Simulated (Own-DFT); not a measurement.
## Calculated data, Hf₃₆O₇₁ (tetragonal hafnia with one neutral oxygen vacancy, atoms displaced)

All values are calculated (Own-DFT development build). A calculation, not a measurement: plane-wave PBE and HSE06 DFT by an unreviewed code, no spin, of a simulated cell at Gamma alone, so results move with cell size and shape, stress positive in tension, energies less offsets, not probed for a lower state with spin; hafnium file: forces about 75 meV/angstrom off all-electron values; oxygen file: force components 24 meV/angstrom off all-electron in a glass; k mesh not checked against a denser one; forces and stress are PBE's, HSE06 gives the energy alone, and its difference from PBE has offsets of its own; offsets are fitted by least squares, one for each functional and potential file, so energies compare only between cells with the same atoms and settings and are not formation energies; the far tail of each file's local potential was reset to the Coulomb form; each entry is a single point on an unrelaxed cell, so the pressure reflects the starting lattice, taken from the Materials Project, from which strain is counted, and rises with the displacements; printed positions are rounded, which can move forces by about a meV/angstrom; the program is a retired in-house code; no spin-orbit coupling.

```yaml
- formula: Hf36O71
  kind: "tetragonal hafnia with one neutral oxygen vacancy, atoms displaced"
  structure:
    cell_angstrom: [[10.78, 0.0, 0.0], [0.0, 10.78, 0.0], [0.0, 0.0, 10.4493]]
    atoms_fractional:
      - [Hf, 0.9947, 0.99112, 0.99927]
      - [Hf, 0.1623, 0.16091, 0.26421]
      - [O, 0.0083, 0.17174, 0.14938]
      - [O, 0.16706, 0.00077, 0.34754]
      - [O, 0.99998, 0.16405, 0.40493]
      - [O, 0.17468, 0.00274, 0.09693]
      - [Hf, 0.99887, 0.00022, 0.49382]
      - [Hf, 0.16893, 0.16494, 0.75406]
      - [O, 0.00661, 0.16106, 0.65269]
      - [O, 0.16503, 0.99751, 0.84203]
      - [O, 0.99618, 0.16313, 0.9095]
      - [O, 0.1669, 0.99858, 0.59927]
      - [Hf, 0.00175, 0.33545, 0.99566]
      - [Hf, 0.16889, 0.50171, 0.24955]
      - [O, 0.0065, 0.50179, 0.14913]
      - [O, 0.16217, 0.33482, 0.33968]
      - [O, 0.99205, 0.49618, 0.41107]
      - [O, 0.1725, 0.33525, 0.09182]
      - [Hf, 0.0013, 0.34078, 0.50247]
      - [Hf, 0.16284, 0.51255, 0.75411]
      - [O, 0.99664, 0.49856, 0.64819]
      - [O, 0.16842, 0.32709, 0.85225]
      - [O, 0.00755, 0.4961, 0.90476]
      - [O, 0.16635, 0.34298, 0.59257]
      - [Hf, 0.00077, 0.66812, 0.00165]
      - [Hf, 0.16298, 0.83006, 0.25478]
      - [O, 0.99679, 0.82397, 0.15986]
      - [O, 0.16406, 0.65735, 0.351]
      - [O, 0.00342, 0.83017, 0.40703]
      - [O, 0.17049, 0.66631, 0.09137]
      - [Hf, 0.99586, 0.66557, 0.49442]
      - [Hf, 0.16455, 0.83932, 0.74565]
      - [O, 0.00431, 0.83168, 0.64844]
      - [O, 0.16622, 0.66656, 0.84573]
      - [O, 0.9996, 0.83995, 0.90876]
      - [O, 0.16931, 0.66572, 0.59103]
      - [Hf, 0.33037, 0.99776, 0.99908]
      - [Hf, 0.50058, 0.16368, 0.25257]
      - [O, 0.33174, 0.16506, 0.15257]
      - [O, 0.49887, 0.99924, 0.3499]
      - [O, 0.33197, 0.16714, 0.40045]
      - [O, 0.50318, 0.0028, 0.1009]
      - [Hf, 0.33243, 0.99476, 0.50371]
      - [Hf, 0.50494, 0.17177, 0.74939]
      - [O, 0.33721, 0.16665, 0.66262]
      - [O, 0.50513, 0.01284, 0.84619]
      - [O, 0.33429, 0.16796, 0.9057]
      - [O, 0.50866, 0.00169, 0.60328]
      - [Hf, 0.33499, 0.33707, 0.00145]
      - [Hf, 0.49307, 0.49885, 0.24966]
      - [O, 0.33171, 0.49709, 0.15317]
      - [O, 0.4949, 0.33437, 0.34029]
      - [O, 0.33366, 0.49615, 0.39424]
      - [O, 0.49961, 0.34129, 0.09315]
      - [Hf, 0.32628, 0.33025, 0.49925]
      - [Hf, 0.50604, 0.50446, 0.74518]
      - [O, 0.32992, 0.50114, 0.64751]
      - [O, 0.49162, 0.33433, 0.85663]
      - [O, 0.33627, 0.49887, 0.89466]
      - [O, 0.50381, 0.3372, 0.60259]
      - [Hf, 0.33581, 0.67208, 0.0058]
      - [Hf, 0.50765, 0.83361, 0.24164]
      - [O, 0.33025, 0.82791, 0.15309]
      - [O, 0.49276, 0.67565, 0.35453]
      - [O, 0.32833, 0.83192, 0.39202]
      - [O, 0.49466, 0.67237, 0.09532]
      - [Hf, 0.33721, 0.65855, 0.50473]
      - [Hf, 0.5017, 0.82713, 0.75364]
      - [O, 0.32544, 0.82968, 0.65522]
      - [O, 0.33538, 0.82476, 0.90088]
      - [O, 0.49878, 0.66774, 0.59733]
      - [Hf, 0.66846, 0.00289, 0.99388]
      - [Hf, 0.83606, 0.16747, 0.24496]
      - [O, 0.66908, 0.16854, 0.15243]
      - [O, 0.83495, 0.99776, 0.34291]
      - [O, 0.67278, 0.17052, 0.39761]
      - [O, 0.82558, 0.00195, 0.0998]
      - [Hf, 0.67027, 0.99356, 0.49953]
      - [Hf, 0.82981, 0.16581, 0.74755]
      - [O, 0.66766, 0.1669, 0.64623]
      - [O, 0.8342, 0.99328, 0.85338]
      - [O, 0.67494, 0.16187, 0.90184]
      - [O, 0.82417, 0.99343, 0.59429]
      - [Hf, 0.66816, 0.33393, 0.00029]
      - [Hf, 0.83023, 0.49164, 0.26122]
      - [O, 0.66394, 0.50387, 0.1642]
      - [O, 0.83382, 0.33488, 0.35351]
      - [O, 0.67238, 0.50622, 0.40368]
      - [O, 0.82823, 0.33017, 0.09778]
      - [Hf, 0.66606, 0.33865, 0.50668]
      - [Hf, 0.8338, 0.49574, 0.74779]
      - [O, 0.66529, 0.49221, 0.65137]
      - [O, 0.83793, 0.33224, 0.84913]
      - [O, 0.67186, 0.49603, 0.89634]
      - [O, 0.83001, 0.32325, 0.59048]
      - [Hf, 0.67089, 0.66145, 0.00599]
      - [Hf, 0.83804, 0.83482, 0.24742]
      - [O, 0.66634, 0.8351, 0.15387]
      - [O, 0.83342, 0.65468, 0.3512]
      - [O, 0.66968, 0.82936, 0.40674]
      - [O, 0.83519, 0.66525, 0.09753]
      - [Hf, 0.66939, 0.66491, 0.49774]
      - [Hf, 0.83982, 0.83979, 0.75335]
      - [O, 0.66529, 0.8415, 0.65079]
      - [O, 0.83227, 0.67053, 0.8443]
      - [O, 0.67266, 0.82395, 0.89663]
      - [O, 0.82891, 0.67067, 0.59717]
  settings:
    first_functional: PBE
    second_functional: HSE06
    exact_exchange_share: 0.25
    "screening [1/bohr]": 0.11
    exchange_divergence: Gygi-Baldereschi
    potential_files: "PseudoDojo norm-conserving, scalar-relativistic, made for PBE, standard set"
    "wave_cutoff [hartree]": 48.0
    occupations: fixed
    k_mesh: "1 x 1 x 1 centred on Gamma"
  results:
    "PBE_energy_of_cell_above_offsets [eV]": "-96.745"
    "HSE06_less_PBE_above_offsets [eV]": "0.060"
    "PBE_pressure [GPa]": 2.44
    "PBE_stress_xx [GPa]": -2.07
    "PBE_stress_yy [GPa]": -2.34
    "PBE_stress_zz [GPa]": -2.89
    "PBE_stress_yz [GPa]": -0.11
    "PBE_stress_xz [GPa]": 0.12
    "PBE_stress_xy [GPa]": 0.1
    force_element: [Hf, Hf, O, O, O, O, Hf, Hf, O, O, O, O, Hf, Hf, O, O, O, O, Hf, Hf, O, O, O, O, Hf, Hf, O, O, O, O, Hf, Hf, O, O, O, O, Hf, Hf, O, O, O, O, Hf, Hf, O, O, O, O, Hf, Hf, O, O, O, O, Hf, Hf, O, O, O, O, Hf, Hf, O, O, O, O, Hf, Hf, O, O, O, Hf, Hf, O, O, O, O, Hf, Hf, O, O, O, O, Hf, Hf, O, O, O, O, Hf, Hf, O, O, O, O, Hf, Hf, O, O, O, O, Hf, Hf, O, O, O, O]
    "force_x [eV/angstrom]": [0.917, 1.248, -1.259, -0.684, 0.055, -2.441, -0.032, 0.349, -1.439, 0.239, -0.18, -0.033, 1.405, -0.008, -1.402, -0.113, 0.279, -1.364, -0.195, 1.326, -0.176, -0.701, -0.532, -0.107, 0.191, 2.527, 1.015, -0.589, -0.237, -1.315, 0.396, 0.453, -0.996, -0.826, 0.111, -1.344, 1.307, -0.297, 0.479, 0.186, -0.314, -0.229, 1.482, -0.779, -0.758, 0.02, -0.428, -1.987, -0.473, -0.11, 0.305, 0.454, 0.12, 1.191, 1.386, -2.499, 0.838, 1.589, -0.101, -1.25, -0.664, -2.533, 0.238, 0.593, -0.706, 2.212, -0.736, 0.505, 1.974, 0.757, 1.055, -1.625, -0.508, -0.566, 0.587, -0.283, 1.841, -2.316, 0.941, 0.437, 0.069, 0.401, 3.248, -1.193, 0.652, 0.328, 0.297, -0.662, 1.05, -0.556, -0.24, 1.467, -0.131, -0.311, 1.216, -0.492, -2.273, 1.653, 0.593, 0.358, 0.074, -0.402, -1.744, 0.163, 1.06, -1.211, 0.713]
    "force_y [eV/angstrom]": [4.213, 1.88, -0.472, -1.748, 0.579, -1.07, 0.232, 0.763, 0.044, 0.174, -0.665, -0.033, -1.498, -1.252, 0.017, -0.095, 0.903, 0.426, -1.805, -2.419, 0.038, 1.019, 1.799, -0.756, -1.527, -0.417, 0.667, 1.422, 0.598, 0.336, -0.422, -1.167, 0.179, 1.794, -2.677, -0.367, 1.502, -0.09, -0.022, -0.393, -0.553, -0.573, -0.398, 0.236, 0.178, -2.66, -1.111, -0.181, -0.775, 0.118, 0.656, -0.068, 0.097, 0.04, 0.729, -0.655, 0.29, 0.01, 1.586, -0.209, -1.549, 0.468, 0.288, -1.354, 0.467, -0.326, 0.512, 0.825, 0.459, 1.525, -0.124, -1.096, 0.593, 0.008, -0.03, -0.346, -0.536, 1.131, 0.106, 0.38, 1.563, 1.823, 0.504, -0.701, 0.533, 0.244, -1.141, -1.623, 0.47, -1.473, 1.162, 0.447, -0.005, 0.786, 0.451, 0.229, -0.987, -0.647, 2.562, 0.041, 0.269, 1.157, -1.948, -0.784, -1.285, 0.87, -0.365]
    "force_z [eV/angstrom]": [1.553, -3.298, 1.078, 1.061, -0.338, 0.118, 1.6, 0.481, 0.295, 1.187, -0.693, -0.759, 1.591, -1.195, 0.665, 1.408, -1.393, 0.32, 0.053, -0.745, 0.757, -1.209, -1.042, 0.312, 0.004, 0.229, -1.267, -0.51, -1.25, 0.872, 1.435, -0.159, 0.535, 0.38, -1.288, 0.655, 0.255, -0.63, 0.906, -0.037, 1.101, -0.697, -0.487, 0.296, -1.389, 0.602, 0.169, -1.015, -0.804, 0.513, -0.528, 0.84, 0.999, 0.841, 0.009, 1.572, 0.224, -1.552, 0.55, -0.624, -1.332, 1.713, -0.277, -0.957, 1.854, 0.238, -1.449, -0.371, -0.57, -0.364, 1.318, 0.496, 0.374, -0.388, 0.255, 0.569, 0.08, -0.61, 0.02, 0.844, -0.247, -0.672, 0.976, 0.196, -1.753, -1.293, -0.492, 0.154, 0.335, -1.895, 0.54, -0.228, -0.891, 0.721, 1.73, -1.1, 1.167, -0.718, -0.312, -1.175, -0.05, 0.398, -1.653, 0.948, 0.193, 1.019, 0.104]
```
